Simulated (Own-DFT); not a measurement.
# How strain changes the stress of wurtzite AlN, 72 atoms (Al36N36)

Calculated results; nothing here was measured. They come from Own-DFT, an in-house plane-wave density functional program, since retired, whose code no person has reviewed. Each row is one single-point run on a periodic cell that was not relaxed, without spin or spin-orbit coupling.

Settings of every run: PBE; PseudoDojo norm-conserving scalar-relativistic files; cutoff 42 hartree; 4 x 4 x 3 k mesh centred on Gamma; Gaussian smearing of 0.01 eV.

Known limits: k mesh not checked against a denser one; stress not checked against mesh or cutoff.

Unstrained cell vectors in Å: (9.336, 0.000, 0.000); (-4.668, 8.085, 0.000); (0.000, 0.000, 9.964). The unstrained cell has measured lattice constants (interpolated for alloys), not those of this functional. That, the random moves and any unrelaxed bonds set the pressure at no strain. Each run strains this cell uniformly, with the atoms carried along. Every atom was also moved at random, by a Gaussian of width 0.05 Å on each axis. Strain is the symmetric tensor, in per cent. Stress is positive in tension, and the pressure is minus a third of its trace.

```
run  e_xx (%)  e_yy (%)  e_zz (%)  e_yz (%)  e_xz (%)  e_xy (%)  s_xx (GPa)  s_yy (GPa)  s_zz (GPa)  s_yz (GPa)  s_xz (GPa)  s_xy (GPa)  P (GPa)  E (meV/atom)
  1      1.77      0.74     -1.43      0.66      1.24     -0.17        2.36       -1.19      -11.27        2.06        3.68       -0.10     3.37          13.4
  2      0.84     -0.84      1.06      1.39     -0.75     -1.78       -3.60       -6.49       -1.31        3.89       -1.18       -6.44     3.80          18.6
  3     -0.60     -1.34      1.43     -1.10      0.22     -1.97      -11.05      -12.36       -0.20       -2.46        0.26      -10.44     7.87          38.9
  4      1.22     -0.36      1.85     -1.00     -0.88     -0.81        0.60       -4.17        2.72       -2.46       -2.44       -2.35     0.28           2.7
  5      0.23     -1.41     -0.87     -0.13     -0.89     -1.91       -5.98      -14.45       -9.92       -0.44       -2.46       -6.96    10.12          25.6
  6     -1.72      1.47     -0.14     -1.01      0.49      1.97      -13.48       -0.56       -5.08       -1.81        0.87        5.69     6.37          10.1
  7     -0.50     -1.11     -1.61     -0.56      1.27     -0.14      -10.32      -14.88      -12.83       -2.04        2.56       -0.18    12.67          32.7
  8     -1.91      0.74     -1.39      0.10     -0.51     -1.37      -17.18       -4.95      -12.99        1.04       -1.55       -5.20    11.71          32.2
  9      0.19     -1.82     -1.47     -0.78     -0.46     -1.48       -6.56      -18.39      -16.04       -2.88       -1.72       -4.20    13.66          58.9
 10      0.76      0.10      0.10     -0.85      0.97      1.37       -2.94       -5.04       -3.96       -1.75        3.19        5.45     3.98          22.4
 11      0.20     -0.21     -1.85     -1.99      0.19     -1.60       -6.53      -10.09      -13.67       -5.97       -0.25       -5.35    10.10          39.7
 12      1.49     -0.10      0.72     -0.42     -0.27     -0.42        0.47       -2.12       -2.20       -1.81       -0.28       -1.15     1.28           4.2
 13      1.79      1.47      0.08     -0.16      1.88     -0.91        1.98        3.58       -2.30       -0.02        4.76       -4.24    -1.09           8.4
 14     -1.03     -0.63     -1.72     -0.13      1.90     -0.86      -13.39      -11.78      -15.54        0.54        5.66       -4.09    13.57          42.8
 15      0.33      1.76      1.11     -0.30     -0.40      0.97       -0.61        2.25        1.62       -0.44       -0.82        3.10    -1.08           0.0
 16     -0.89     -1.45     -1.99      1.22     -0.92      0.87      -17.32      -13.89      -16.00        2.78       -2.49        3.58    15.73          45.9
 17     -0.82      1.81      0.28     -0.28     -1.71     -0.83       -5.83        2.51       -6.38       -0.85       -3.54       -3.85     3.23          11.9
 18      0.29      1.15     -1.02      0.67      1.25      1.75           ?           ?           ?           ?           ?           ?        ?             ?
```

E is the free energy for each atom above the lowest run shown.

## Worked fit

Each stress component was fitted by least squares to a constant and the strains of the runs shown, as fractions, with shears doubled. Shear strains stay in the fit of a normal stress only where such slopes are resolved. The slopes, in GPa:

```
stress  at no strain  per e_xx  per e_yy  per e_zz  scatter
  s_xx          -6.5  491 ± 39  128 ± 36   66 ± 36     1.68
  s_yy          -6.0  113 ± 33  496 ± 30  110 ± 31     1.42
  s_zz          -5.8   60 ± 30   76 ± 28  457 ± 28     1.29
```

Each shear stress against twice its own strain: yz 144 ± 6, xz 131 ± 7, xy 197 ± 8 GPa. These are stiffnesses along x, y and z of the frame in which the cell vectors are given, which need not be the crystal's axes. The atoms are held to the strained lattice; where symmetry lets them move under strain, relaxing them would lower some slopes. The table should be nearly symmetric about its diagonal, and what it lacks of that shows the noise. A ninth of its sum, 222 ± 4 GPa, estimates the bulk modulus near the mean pressure of these runs, 6.8 GPa, so it lies above the value at zero pressure.

## Withheld run

Question: what normal stresses and pressure should run 18 give?

The fit gives s_xx = -4.3, s_yy = -1.0, s_zz = -9.4 and P = 4.9 GPa. The calculation gave -3.70, -0.53, -10.35 and P = 4.86 GPa.
